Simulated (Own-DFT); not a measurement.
# Response to strain: C40 NbSi2, 36 atoms (Nb12Si24)

No measurement is shown. These are fixed-geometry runs of a retired plane-wave code named Own-DFT, which no person has reviewed; spin and spin-orbit coupling are neglected.

All runs used: PBE; PseudoDojo norm-conserving scalar-relativistic files; cutoff 42 hartree; 4 x 4 x 5 k mesh centred on Gamma; cold (Marzari-Vanderbilt) smearing of 0.2 eV.

Limits: forces on such cells failed a check on a denser k mesh; stress not checked against mesh or cutoff.

Unstrained cell vectors in Å: (0.000, 8.324, 0.000); (-9.613, 0.000, 0.000); (0.000, 0.000, 6.586). The unstrained cell was taken from the Materials Project. The random moves and any unrelaxed bonds add to the pressure at no strain. In each run the cell takes a homogeneous strain; fractional positions stay. All atoms carry random offsets, Gaussian with a width of 0.05 Å per axis. Strains are tensor components in per cent; tension counts as positive stress, and P is minus the mean normal stress.

```
run  e_xx (%)  e_yy (%)  e_zz (%)  e_yz (%)  e_xz (%)  e_xy (%)  s_xx (GPa)  s_yy (GPa)  s_zz (GPa)  s_yz (GPa)  s_xz (GPa)  s_xy (GPa)  P (GPa)  E (meV/atom)
  1      0.16      1.59      0.45      0.66     -1.78     -1.61       -0.86        3.96       -1.14        2.41       -5.21       -4.49    -0.65          11.1
  2     -1.34     -1.49      0.68      0.23     -0.83     -2.00       -8.99       -7.88       -2.98       -0.02       -2.44       -7.04     6.62          13.4
  3      0.43     -0.65     -1.50      1.81      0.25     -0.76       -2.57       -5.78      -11.24        5.75        1.35       -2.53     6.53          12.8
  4      0.47      0.71      0.32     -1.03     -0.47      0.27       -0.22        0.73       -1.53       -3.37       -1.09        1.28     0.34           1.6
  5     -1.61     -1.06     -1.03      1.05      1.10     -0.99      -10.43       -9.02      -10.79        3.14        3.27       -2.65    10.08          18.3
  6     -1.93      1.47     -1.72      1.47      0.31      0.46      -10.01        0.18      -12.69        5.72        0.75        1.41     7.50          15.9
  7      1.83     -0.07      0.64     -1.25     -0.59      1.56        3.51       -0.76        0.77       -3.50       -1.30        3.84    -1.17           3.3
  8     -1.48      1.06     -0.62      1.12      0.07      1.64       -8.39       -1.01       -7.90        3.96        0.05        5.55     5.77          32.1
  9     -0.93      0.05      1.93      1.23      1.08     -1.14       -4.52       -1.44        3.54        3.45        3.66       -3.12     0.81          10.5
 10      0.74      0.88      1.77     -0.06      1.28      1.37        1.84        2.37        4.39       -0.43        3.53        2.73    -2.87           7.7
 11     -1.70      0.23     -1.07      1.42      1.35     -0.86      -10.11       -3.66      -10.37        5.11        4.64       -2.56     8.05          17.1
 12     -0.36      0.51      0.37      1.87      0.02      0.60       -3.19       -0.21       -2.10        4.93        0.18        1.87     1.83           0.0
 13     -0.16     -1.83      0.17     -1.59     -0.97      1.64       -4.61       -9.53       -5.40       -5.57       -2.53        5.12     6.51          19.3
 14      0.83     -0.57     -1.20     -0.73      1.20     -1.55       -1.26       -4.83       -9.55       -2.34        4.16       -4.43     5.21          15.1
 15     -1.22     -1.41      0.20      0.75     -1.40      1.15           ?           ?           ?           ?           ?           ?        ?             ?
```

E is the free energy for each atom above the lowest run shown.

## Worked fit

Regress every stress component on the fractional strains (shears doubled) of the visible runs, with a constant. Shear strains stay in the fit of a normal stress only where such slopes are resolved. The slopes, in GPa:

```
stress  at no strain  per e_xx  per e_yy  per e_zz  scatter
  s_xx          -3.0  366 ± 10   79 ± 10   75 ± 10     0.39
  s_yy          -2.5   79 ± 10  367 ± 11   83 ± 10     0.41
  s_zz          -4.2   87 ± 10   67 ± 11  450 ± 10     0.41
```

The slope of each shear stress on twice its own strain, from a fit on all six strains: yz 149 ± 8, xz 151 ± 5, xy 148 ± 8 GPa. These are stiffnesses along x, y and z of the frame in which the cell vectors are given, which need not be the crystal's axes. No internal relaxation is included, and where it is allowed it would reduce some of the slopes. Slopes across the diagonal should nearly agree, so their difference gauges the noise. A ninth of the table's sum, 184 ± 4 GPa, estimates the bulk modulus near the mean pressure of these runs, 3.9 GPa, so it lies above the value at zero pressure.

## Prediction

Asked: what normal stresses and pressure should run 15 give?

From the fit: s_xx = -8.4, s_yy = -8.5, s_zz = -5.3 and P = 7.4 GPa. The hidden result is -8.64, -8.37, -5.86 and P = 7.62 GPa.
